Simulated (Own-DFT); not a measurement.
## Calculated data, Hf$_{32}$O$_{63}$ (monoclinic hafnia with one neutral oxygen vacancy, atoms displaced), Hf$_{16}$O$_{31}$ (monoclinic hafnia with two neutral oxygen vacancies, strained, atoms displaced)

Computed with Own-DFT development build. A calculation, not a measurement: plane-wave PBE and HSE06 DFT by an unreviewed code, no spin, of a simulated cell at Gamma alone, so results move with cell size and shape, stress positive in tension, energies less offsets, not probed for a lower state with spin; hafnium file: forces about 75 meV/angstrom off all-electron values; oxygen file: force components 24 meV/angstrom off all-electron in a glass; k mesh not checked against a denser one; forces and stress are PBE's, HSE06 gives the energy alone, and its difference from PBE has offsets of its own; offsets are fitted by least squares, one for each functional and potential file, so energies compare only between cells with the same atoms and settings and are not formation energies; the far tail of each file's local potential was reset to the Coulomb form; each entry is a single point on an unrelaxed cell, so the pressure reflects the starting lattice, mostly measured values, from which strain is counted, and rises with the displacements; printed positions are rounded, which can move forces by about a meV/angstrom; the program is a retired in-house code; no spin-orbit coupling.

Settings shared by all entries: first functional PBE; second functional HSE06; exact exchange share 0.25; screening 0.11 1/bohr; exchange divergence Gygi-Baldereschi; potential files PseudoDojo norm-conserving, scalar-relativistic, made for PBE, standard set; wave cutoff 48 hartree; occupations fixed; k mesh 1 x 1 x 1 centred on Gamma.

(1) 
```cif
# cell vector a (Å): 10.2340 0.0000 0.0000
# cell vector b (Å): 0.0000 10.3500 0.0000
# cell vector c (Å): -1.6955 0.0000 10.4453
data_Hf32O63
_symmetry_space_group_name_H-M 'P 1'
_symmetry_Int_Tables_number 1
_cell_length_a 10.2340
_cell_length_b 10.3500
_cell_length_c 10.5820
_cell_angle_alpha 90.000
_cell_angle_beta 99.220
_cell_angle_gamma 90.000
_cell_volume 1106.39
loop_
_atom_site_label
_atom_site_type_symbol
_atom_site_fract_x
_atom_site_fract_y
_atom_site_fract_z
_atom_site_occupancy
Hf1 Hf 0.13566 0.02263 0.09954 1
Hf2 Hf 0.36677 0.26662 0.15006 1
Hf3 Hf 0.36838 0.47723 0.39889 1
Hf4 Hf 0.14456 0.21867 0.35577 1
O1 O 0.02915 0.16614 0.17853 1
O2 O 0.46819 0.41585 0.07427 1
O3 O 0.46093 0.34741 0.32957 1
O4 O 0.03580 0.08730 0.42412 1
O5 O 0.27064 0.13592 0.01362 1
O6 O 0.27702 0.12118 0.25423 1
O7 O 0.22455 0.37139 0.48960 1
Hf5 Hf 0.14099 0.01640 0.60509 1
Hf6 Hf 0.36088 0.25962 0.64502 1
Hf7 Hf 0.36043 0.47924 0.89641 1
Hf8 Hf 0.14152 0.22878 0.85468 1
O8 O 0.03938 0.17435 0.67142 1
O9 O 0.45981 0.40489 0.57748 1
O10 O 0.46508 0.33291 0.82134 1
O11 O 0.03122 0.08055 0.92196 1
O12 O 0.22670 0.37647 0.74321 1
O13 O 0.27714 0.12899 0.50396 1
O14 O 0.27795 0.11807 0.76070 1
O15 O 0.21619 0.36264 0.99155 1
Hf9 Hf 0.14033 0.51986 0.09777 1
Hf10 Hf 0.35787 0.75926 0.15232 1
Hf11 Hf 0.36887 0.97370 0.39776 1
Hf12 Hf 0.13421 0.73452 0.35541 1
O16 O 0.03644 0.67003 0.17733 1
O17 O 0.47140 0.91335 0.07197 1
O18 O 0.46307 0.83832 0.33332 1
O19 O 0.03572 0.58525 0.42672 1
O20 O 0.22598 0.87710 0.24343 1
O21 O 0.26928 0.61991 0.00925 1
O22 O 0.27006 0.61769 0.26060 1
O23 O 0.22590 0.86648 0.49221 1
Hf13 Hf 0.13328 0.52039 0.59934 1
Hf14 Hf 0.36355 0.77672 0.64987 1
Hf15 Hf 0.36785 0.97204 0.90151 1
Hf16 Hf 0.13750 0.73579 0.85475 1
O24 O 0.04089 0.66770 0.67531 1
O25 O 0.46616 0.91649 0.57956 1
O26 O 0.44835 0.82414 0.82112 1
O27 O 0.03284 0.58157 0.92245 1
O28 O 0.21944 0.87611 0.73543 1
O29 O 0.27728 0.62483 0.51214 1
O30 O 0.26834 0.61788 0.74874 1
O31 O 0.22422 0.87219 0.99203 1
Hf17 Hf 0.63136 0.01658 0.10409 1
Hf18 Hf 0.87125 0.26818 0.15024 1
Hf19 Hf 0.85618 0.48421 0.40078 1
Hf20 Hf 0.63790 0.22101 0.35435 1
O32 O 0.53605 0.17014 0.17753 1
O33 O 0.96476 0.42249 0.07585 1
O34 O 0.96913 0.34091 0.33602 1
O35 O 0.53079 0.07725 0.41846 1
O36 O 0.72060 0.38020 0.23926 1
O37 O 0.77340 0.12643 0.01190 1
O38 O 0.76931 0.11645 0.25545 1
O39 O 0.72922 0.36951 0.48856 1
Hf21 Hf 0.65284 0.01690 0.60388 1
Hf22 Hf 0.86485 0.26261 0.64887 1
Hf23 Hf 0.85440 0.48118 0.88870 1
Hf24 Hf 0.64770 0.22643 0.85005 1
O40 O 0.53280 0.16395 0.67096 1
O41 O 0.97017 0.41921 0.57378 1
O42 O 0.96204 0.33857 0.82234 1
O43 O 0.54015 0.08559 0.91877 1
O44 O 0.72036 0.37589 0.74487 1
O45 O 0.76953 0.12098 0.50790 1
O46 O 0.77976 0.12232 0.76443 1
O47 O 0.71283 0.37096 0.99047 1
Hf25 Hf 0.63216 0.52107 0.09763 1
Hf26 Hf 0.85968 0.76985 0.14117 1
Hf27 Hf 0.86598 0.98091 0.39693 1
Hf28 Hf 0.62756 0.73511 0.35563 1
O48 O 0.53679 0.66748 0.16682 1
O49 O 0.95687 0.91677 0.07504 1
O50 O 0.95315 0.83918 0.32670 1
O51 O 0.53163 0.58870 0.42355 1
O52 O 0.72161 0.87468 0.24839 1
O53 O 0.78218 0.63013 0.00991 1
O54 O 0.77688 0.62080 0.25638 1
O55 O 0.72357 0.87444 0.49506 1
Hf29 Hf 0.62715 0.52326 0.59311 1
Hf30 Hf 0.86693 0.77071 0.64818 1
Hf31 Hf 0.86224 0.98889 0.89869 1
Hf32 Hf 0.63957 0.72861 0.85190 1
O56 O 0.53954 0.66067 0.67424 1
O57 O 0.95615 0.90556 0.57719 1
O58 O 0.96971 0.84450 0.82263 1
O59 O 0.53617 0.58529 0.92055 1
O60 O 0.72752 0.87778 0.73568 1
O61 O 0.77841 0.63356 0.50297 1
O62 O 0.76919 0.61370 0.76134 1
O63 O 0.72745 0.86788 0.98961 1
_calc_PBE_energy_of_cell_above_offsets '-89.855'  # eV
_calc_HSE06_less_PBE_above_offsets '0.072'  # eV
_calc_PBE_pressure 6.02  # GPa
_calc_PBE_stress_xx -6.93  # GPa
_calc_PBE_stress_yy -5.33  # GPa
_calc_PBE_stress_zz -5.82  # GPa
_calc_PBE_stress_yz -0.05  # GPa
_calc_PBE_stress_xz 0.01  # GPa
_calc_PBE_stress_xy -0.04  # GPa
```

Force:
```
element  x (eV/Å)  y (eV/Å)  z (eV/Å)
     Hf    -0.214    -0.451     0.959
     Hf    -1.251     2.158    -0.805
     Hf    -4.357      0.88       0.4
     Hf    -0.437     3.659      0.14
      O     1.882    -1.695    -0.338
      O    -1.446    -0.459    -0.022
      O     2.642     -3.34    -1.158
      O     -0.69    -1.295     0.778
      O     0.307    -1.671    -0.746
      O    -0.158    -0.561     0.491
      O    -0.087    -0.989    -0.847
     Hf    -0.456      0.48    -0.204
     Hf    -0.005     2.029     0.824
     Hf     0.407    -1.284    -1.745
     Hf    -0.104     1.228    -0.424
      O     0.322    -1.645    -0.467
      O     1.885     1.532    -0.391
      O     0.042     0.103     0.838
      O       1.2     1.116     0.128
      O    -0.434    -0.402     0.121
      O    -0.364    -1.259     0.606
      O     -0.42    -0.911     0.188
      O     0.781     1.182     0.447
     Hf    -2.123    -0.893     1.474
     Hf    -0.203     0.207    -0.675
     Hf    -2.461     1.791     0.695
     Hf    -0.668     -1.92     0.198
      O     0.016     0.164    -0.628
      O    -1.739    -1.242     0.691
      O     0.867    -2.144    -1.676
      O    -0.208     1.052     -0.84
      O    -0.052     0.463    -0.671
      O     1.518     1.761    -0.069
      O     0.885     0.334    -0.327
      O    -0.401     1.187     0.199
     Hf     1.917    -0.167     0.527
     Hf    -1.005    -2.997    -2.686
     Hf    -0.108     1.783    -1.045
     Hf    -0.685    -2.179    -0.966
      O    -1.536     0.773     0.125
      O     0.624     0.234     0.005
      O      1.92     0.496     2.396
      O     0.328     1.033    -0.756
      O    -0.268     0.672     0.556
      O     0.397     1.137    -0.374
      O      0.84     0.381     2.255
      O     0.349    -0.082     0.367
     Hf     2.292     1.107     0.259
     Hf    -2.361     3.084     0.142
     Hf     1.252    -0.605    -1.883
     Hf      0.16     2.073    -0.311
      O     0.236    -1.132     -0.37
      O    -0.612    -1.216     0.216
      O     0.385    -1.372    -1.212
      O     1.064     0.928     0.172
      O     0.106    -0.581     0.338
      O     0.649     0.199    -0.086
      O     0.592     0.135     0.936
      O    -0.817    -0.698     0.577
     Hf    -3.294    -0.159      0.45
     Hf     0.216     3.153    -0.762
     Hf     0.476    -0.855      1.85
     Hf    -2.689     2.208     0.912
      O     1.497    -1.138    -0.261
      O    -2.042     -1.52     0.967
      O     0.644    -1.086     0.181
      O    -1.453    -1.512     0.574
      O     0.428     0.002    -1.439
      O     1.174     1.317     0.311
      O      0.67    -0.274    -1.381
      O     1.207     -0.17    -0.479
     Hf     2.466    -1.096     1.269
     Hf    -0.367    -1.018     1.392
     Hf    -1.398    -0.496    -0.752
     Hf     3.789    -0.398    -0.495
      O    -1.713     1.291      0.99
      O     1.712     0.961     0.342
      O     2.187    -1.047     0.002
      O     0.176     0.174    -0.218
      O    -0.655     0.683    -1.208
      O    -0.734    -0.157    -0.811
      O     -0.67     0.333     0.158
      O    -0.479    -0.625    -0.909
     Hf     1.126    -1.875     2.029
     Hf    -0.832    -2.067     0.194
     Hf    -0.799    -2.408     0.314
     Hf     0.313    -0.559     0.372
      O     -1.19     1.293    -0.123
      O     2.855     3.025    -0.751
      O    -0.092    -0.341     0.499
      O    -0.485      0.33    -0.381
      O    -0.469     0.069     1.049
      O    -1.055      0.17     1.021
      O     0.363     1.227    -0.801
      O    -1.075     0.393    -0.433
```

(2) 
```cif
# cell vector a (Å): 10.0793 -0.0173 0.0186
# cell vector b (Å): -0.0175 10.4815 -0.0628
# cell vector c (Å): -1.6509 -0.0605 10.2620
data_Hf16O31
_symmetry_space_group_name_H-M 'P 1'
_symmetry_Int_Tables_number 1
_cell_length_a 10.0793
_cell_length_b 10.4817
_cell_length_c 10.3941
_cell_angle_alpha 90.657
_cell_angle_beta 99.033
_cell_angle_gamma 90.195
_cell_volume 1084.42
loop_
_atom_site_label
_atom_site_type_symbol
_atom_site_fract_x
_atom_site_fract_y
_atom_site_fract_z
_atom_site_occupancy
Hf1 Hf 0.13435 0.02011 0.10396 1
Hf2 Hf 0.36163 0.27314 0.13908 1
Hf3 Hf 0.35788 0.48194 0.39960 1
Hf4 Hf 0.13753 0.23193 0.35381 1
O1 O 0.04335 0.16261 0.17187 1
O2 O 0.46740 0.41683 0.07472 1
O3 O 0.45916 0.33505 0.32756 1
O4 O 0.22087 0.38416 0.24223 1
O5 O 0.27196 0.12995 0.01276 1
O6 O 0.27562 0.11515 0.26030 1
O7 O 0.22846 0.36661 0.49203 1
Hf5 Hf 0.13524 0.01912 0.60823 1
Hf6 Hf 0.35932 0.27212 0.64935 1
Hf7 Hf 0.36146 0.47658 0.89429 1
Hf8 Hf 0.14100 0.23024 0.85587 1
O8 O 0.46084 0.41398 0.57475 1
O9 O 0.46625 0.33257 0.82666 1
O10 O 0.03897 0.08188 0.92355 1
O11 O 0.22952 0.38049 0.74705 1
O12 O 0.27920 0.13252 0.51654 1
O13 O 0.28175 0.11901 0.76296 1
O14 O 0.22645 0.37207 0.99107 1
Hf9 Hf 0.13867 0.52054 0.10718 1
Hf10 Hf 0.36098 0.77069 0.15025 1
Hf11 Hf 0.36025 0.97896 0.39509 1
Hf12 Hf 0.13266 0.73400 0.35042 1
O15 O 0.03880 0.66703 0.17580 1
O16 O 0.46568 0.92353 0.08047 1
O17 O 0.46339 0.83184 0.32998 1
O18 O 0.03577 0.58659 0.42437 1
O19 O 0.22406 0.87959 0.23863 1
O20 O 0.26929 0.62578 0.00820 1
O21 O 0.27270 0.62538 0.25721 1
O22 O 0.22309 0.86954 0.49021 1
Hf13 Hf 0.13777 0.51575 0.60268 1
Hf14 Hf 0.36389 0.77473 0.64054 1
Hf15 Hf 0.36185 0.98082 0.89664 1
Hf16 Hf 0.13988 0.72581 0.85533 1
O23 O 0.03633 0.66668 0.67482 1
O24 O 0.46057 0.91843 0.57847 1
O25 O 0.46517 0.83620 0.82955 1
O26 O 0.04016 0.58093 0.92246 1
O27 O 0.22447 0.87712 0.74099 1
O28 O 0.27509 0.63163 0.50654 1
O29 O 0.27977 0.62352 0.76486 1
O30 O 0.22367 0.87386 0.99080 1
Hf17 Hf 0.64122 0.01790 0.10207 1
Hf18 Hf 0.87069 0.27002 0.14445 1
Hf19 Hf 0.85882 0.48364 0.39584 1
Hf20 Hf 0.64160 0.23204 0.35541 1
O31 O 0.53327 0.16476 0.16833 1
O32 O 0.95999 0.41496 0.07373 1
O33 O 0.96622 0.32832 0.32344 1
O34 O 0.53560 0.08504 0.42611 1
O35 O 0.72586 0.37618 0.24153 1
O36 O 0.77668 0.12845 0.01321 1
O37 O 0.77725 0.12483 0.26131 1
O38 O 0.73107 0.37688 0.49746 1
Hf21 Hf 0.63405 0.02143 0.60486 1
Hf22 Hf 0.86751 0.26766 0.64250 1
Hf23 Hf 0.85984 0.48112 0.89796 1
Hf24 Hf 0.63890 0.23173 0.85256 1
O39 O 0.53484 0.16562 0.67458 1
O40 O 0.96225 0.41064 0.57849 1
O41 O 0.96084 0.33225 0.82383 1
O42 O 0.53410 0.08109 0.92022 1
O43 O 0.72166 0.38099 0.74357 1
O44 O 0.77443 0.12999 0.50537 1
O45 O 0.77594 0.11854 0.76238 1
O46 O 0.72371 0.36801 0.99118 1
Hf25 Hf 0.64412 0.51686 0.10218 1
Hf26 Hf 0.85889 0.77109 0.14739 1
Hf27 Hf 0.86115 0.98008 0.39442 1
Hf28 Hf 0.63802 0.71999 0.35505 1
O47 O 0.54010 0.66532 0.17147 1
O48 O 0.96230 0.91357 0.07885 1
O49 O 0.96220 0.83613 0.32493 1
O50 O 0.54048 0.58200 0.42514 1
O51 O 0.72407 0.88041 0.24148 1
O52 O 0.77463 0.62778 0.00949 1
O53 O 0.77427 0.61825 0.25985 1
O54 O 0.73250 0.86682 0.48938 1
Hf29 Hf 0.63614 0.52061 0.60102 1
Hf30 Hf 0.86014 0.76997 0.64377 1
Hf31 Hf 0.85854 0.97673 0.89398 1
Hf32 Hf 0.64016 0.73211 0.85262 1
O55 O 0.53625 0.66500 0.67623 1
O56 O 0.96493 0.92007 0.57539 1
O57 O 0.95972 0.83644 0.82946 1
O58 O 0.53209 0.58233 0.92315 1
O59 O 0.72748 0.87967 0.73978 1
O60 O 0.77836 0.62532 0.50665 1
O61 O 0.77676 0.61871 0.76033 1
O62 O 0.72309 0.87127 0.98962 1
_calc_PBE_energy_of_cell_above_offsets '-89.966'  # eV
_calc_HSE06_less_PBE_above_offsets '-0.074'  # eV
_calc_PBE_pressure 8.26  # GPa
_calc_PBE_stress_xx -9.69  # GPa
_calc_PBE_stress_yy -3.59  # GPa
_calc_PBE_stress_zz -11.49  # GPa
_calc_PBE_stress_yz -0.88  # GPa
_calc_PBE_stress_xz -0.69  # GPa
_calc_PBE_stress_xy -0.76  # GPa
```

Force:
```
element  x (eV/Å)  y (eV/Å)  z (eV/Å)
     Hf     1.503    -1.186     0.086
     Hf     0.568    -0.545     1.548
     Hf     0.354    -0.464    -1.139
     Hf     0.774    -1.773     1.062
      O     -1.67     1.734     0.292
      O    -0.061    -0.246     0.451
      O     0.758    -0.248     0.054
      O    -0.026    -0.336     -0.15
      O     0.573      0.31    -0.341
      O     0.144     0.768     0.338
      O    -1.021     1.049     0.036
     Hf     1.208     0.766    -0.169
     Hf     0.427    -0.912    -0.633
     Hf     0.433     1.415      0.51
     Hf    -0.731    -0.548     0.216
      O     0.885     0.715     0.491
      O     0.082     0.038     0.442
      O    -0.728     0.192    -1.101
      O    -0.983     0.018    -1.068
      O    -0.939    -0.948    -0.863
      O    -1.271     0.516    -0.151
      O    -0.617    -0.227     0.026
     Hf     0.263     0.305    -0.491
     Hf     0.606     0.283    -1.444
     Hf    -0.481      0.85    -0.378
     Hf     1.061    -0.275     1.021
      O    -1.445     0.114    -0.997
      O    -0.615    -1.049     0.393
      O     0.567    -0.469     0.367
      O    -0.575    -0.787    -0.077
      O    -0.311    -0.344     0.327
      O     0.909     0.563     0.824
      O      0.71     -0.43      0.55
      O    -0.216     0.518    -0.089
     Hf    -0.066     1.177     0.788
     Hf     -1.04      -0.9     1.466
     Hf    -0.186    -0.467     0.345
     Hf     0.114     0.875     0.274
      O     -0.16    -0.352    -0.746
      O     0.948     0.391     0.131
      O     0.596     -0.55    -0.327
      O    -1.344    -0.545    -0.202
      O    -0.169     0.145    -0.455
      O     0.068    -0.382     0.475
      O     -0.08      -0.5    -0.944
      O     0.021    -0.827    -0.046
     Hf    -0.706     1.038     0.653
     Hf    -1.574    -0.974     -0.28
     Hf     0.778    -1.153    -0.244
     Hf     -1.15    -0.317    -0.659
      O     0.091     0.644     0.509
      O      1.15     0.724     0.585
      O    -0.216     0.888      1.05
      O    -0.105    -0.122    -0.477
      O     0.032     0.458     0.101
      O     0.437     0.099    -0.404
      O     0.311    -0.528     0.129
      O    -0.868    -0.854    -1.232
     Hf     0.574     0.451     0.031
     Hf    -0.697    -0.607     0.816
     Hf     0.259    -0.418    -1.324
     Hf       0.1    -0.832     0.621
      O    -0.085     0.125    -0.481
      O     1.859     1.328    -0.334
      O     1.031    -0.679     0.364
      O     0.693     0.522    -0.191
      O     0.083    -0.191    -0.479
      O     0.145     -0.03      0.73
      O       0.3     0.175    -0.642
      O     0.009     0.356     0.132
     Hf    -1.289     0.011    -0.124
     Hf     0.247     0.254    -0.674
     Hf    -0.154     0.998      0.06
     Hf    -0.011     2.141    -0.509
      O    -0.661     0.303     0.027
      O    -0.068     0.086     0.108
      O     0.268    -0.187      0.39
      O    -1.297    -0.547    -0.515
      O    -0.064    -0.265    -0.271
      O     0.488     0.336     0.075
      O     0.735    -0.005    -0.035
      O     -0.98    -0.188     0.026
     Hf     0.252    -0.838     1.912
     Hf     0.726     0.207     0.455
     Hf      0.49     1.098     0.343
     Hf    -1.192     -0.91     0.509
      O    -0.278     0.371    -0.889
      O     0.052    -0.033     0.472
      O     1.194    -1.235    -0.368
      O     0.943     0.553     -0.27
      O    -0.959    -0.257    -0.465
      O     0.157     0.368     0.488
      O     0.212     0.566    -0.453
      O    -0.097    -0.362     0.027
```
